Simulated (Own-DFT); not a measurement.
## Calculated data, Si3N4 (beta silicon nitride, strained, atoms displaced)

All values are calculated (Own-DFT development build). A calculation, not a measurement: plane-wave PBE density functional theory by an unreviewed code, no spin, of a simulated periodic cell, stress positive in tension, free energy of the whole cell less one offset for each atom, forces on such cells passed a denser k mesh, this cell's mesh not checked; offsets are fitted by least squares, one for each functional and potential file, so energies compare only between cells with the same atoms and settings and are not formation energies; the far tail of each file's local potential was reset to the Coulomb form; each entry is a single point on an unrelaxed cell, so the pressure reflects the starting lattice, mostly measured values (interpolated for alloys), from which strain is counted, and rises with the displacements; printed positions are rounded, which can move forces by about a meV/angstrom; the program, named Own-DFT, is a retired in-house code; no spin-orbit coupling; before rounding, a Quantum ESPRESSO 7.3.1 run of the same cell and cutoff gave forces within 1 meV/angstrom rms on each cell, which checks the program and not the settings.

### Si3N4 (beta silicon nitride, strained, atoms displaced)

```
cell vectors (Å)
   7.7014    -0.0773    -0.0660
  -3.9176     6.6147     0.0429
  -0.0758     0.0131     8.5705
atoms (fractions of the cell vectors)
Si  0.16990  0.77911  0.08561
Si  0.22740  0.40246  0.08737
Si  0.60964  0.84851  0.09170
Si  0.81511  0.22432  0.24553
Si  0.78067  0.61470  0.24592
Si  0.39372  0.17426  0.25782
N   0.33710  0.03262  0.09718
N   0.96759  0.28775  0.08465
N   0.69564  0.65825  0.08949
N   0.66444  0.97285  0.25729
N   0.03572  0.70999  0.24511
N   0.30159  0.32851  0.23828
N   0.33140  0.65731  0.08437
N   0.65938  0.32500  0.25284
Si  0.17415  0.76746  0.42352
Si  0.23363  0.40340  0.41668
Si  0.59479  0.82618  0.41614
Si  0.81794  0.21967  0.59322
Si  0.76312  0.59142  0.58000
Si  0.40151  0.17364  0.58296
N   0.32890  0.01545  0.42132
N   0.96420  0.30066  0.42273
N   0.69436  0.67187  0.41030
N   0.66945  0.96454  0.58825
N   0.03837  0.70516  0.59968
N   0.28979  0.31375  0.58088
N   0.34188  0.67339  0.41484
N   0.66108  0.33666  0.58076
Si  0.18065  0.77083  0.74526
Si  0.25135  0.41465  0.75318
Si  0.59950  0.82338  0.74895
Si  0.82051  0.23150  0.92500
Si  0.78154  0.59563  0.91557
Si  0.39344  0.16530  0.91732
N   0.33743  0.03879  0.74949
N   0.97417  0.30910  0.74752
N   0.70609  0.67737  0.74679
N   0.67315  0.96822  0.92723
N   0.04877  0.70518  0.91570
N   0.29452  0.33434  0.91717
N   0.33922  0.66921  0.75037
N   0.66324  0.33732  0.92586
```

Settings of this run: functional PBE, potential files PseudoDojo norm-conserving, scalar-relativistic, standard set, wave cutoff 42 hartree, occupations Fermi-Dirac, smearing width 0.1 eV and k mesh 3 x 3 x 3 centred on Gamma.

Results for Si3N4 (beta silicon nitride, strained, atoms displaced): free energy of cell above offsets -2.353 eV; pressure 10.9 GPa; stress xx -0.43 GPa; stress yy -9.89 GPa; stress zz -22.37 GPa; stress yz 1.48 GPa; stress xz -6.05 GPa; stress xy -2.33 GPa.

Force:
```csv
element,x (eV/Å),y (eV/Å),z (eV/Å)
Si,4.975,-1.151,-0.232
Si,-0.966,1.831,-2.74
Si,-0.978,-7.055,-0.171
Si,-0.232,3.233,2.57
Si,1.192,-4.387,2.665
Si,3.001,0.564,0.185
N,-0.644,-0.389,-3.171
N,-0.292,0.3,1.155
N,-1.988,2.971,-4.375
N,0.494,0.133,-0.122
N,-1.048,-0.757,3.16
N,-0.269,-0.547,4.864
N,-0.805,3.081,0.405
N,0.018,1.943,0.14
Si,0.863,-2.5,-0.562
Si,-1.92,0.624,-1.042
Si,-0.069,-0.212,1.242
Si,-0.489,2.731,-2.118
Si,0.933,0.759,0.332
Si,1.177,0.249,-0.618
N,-0.661,3.308,0.122
N,0.882,0.097,-1.205
N,1.259,0.045,1.102
N,-0.141,0.48,-1.226
N,-4.128,-2.12,-6.656
N,-0.352,1.172,0.705
N,-1.652,-2.278,0.464
N,1.269,-1.202,0.387
Si,3.65,1.154,4.65
Si,-3.514,-0.558,-2.155
Si,-0.744,-0.208,2.504
Si,0.063,0.984,-2.928
Si,-1.335,0.533,0.721
Si,0.358,2.903,2.131
N,0.054,-2.279,0.488
N,0.279,-0.203,2.569
N,0.885,-0.784,0.699
N,-0.027,1.511,-3.672
N,-2.865,-0.822,-0.665
N,2.783,-2.446,1.495
N,0.088,0.57,-0.367
N,0.897,-1.279,-0.731
```
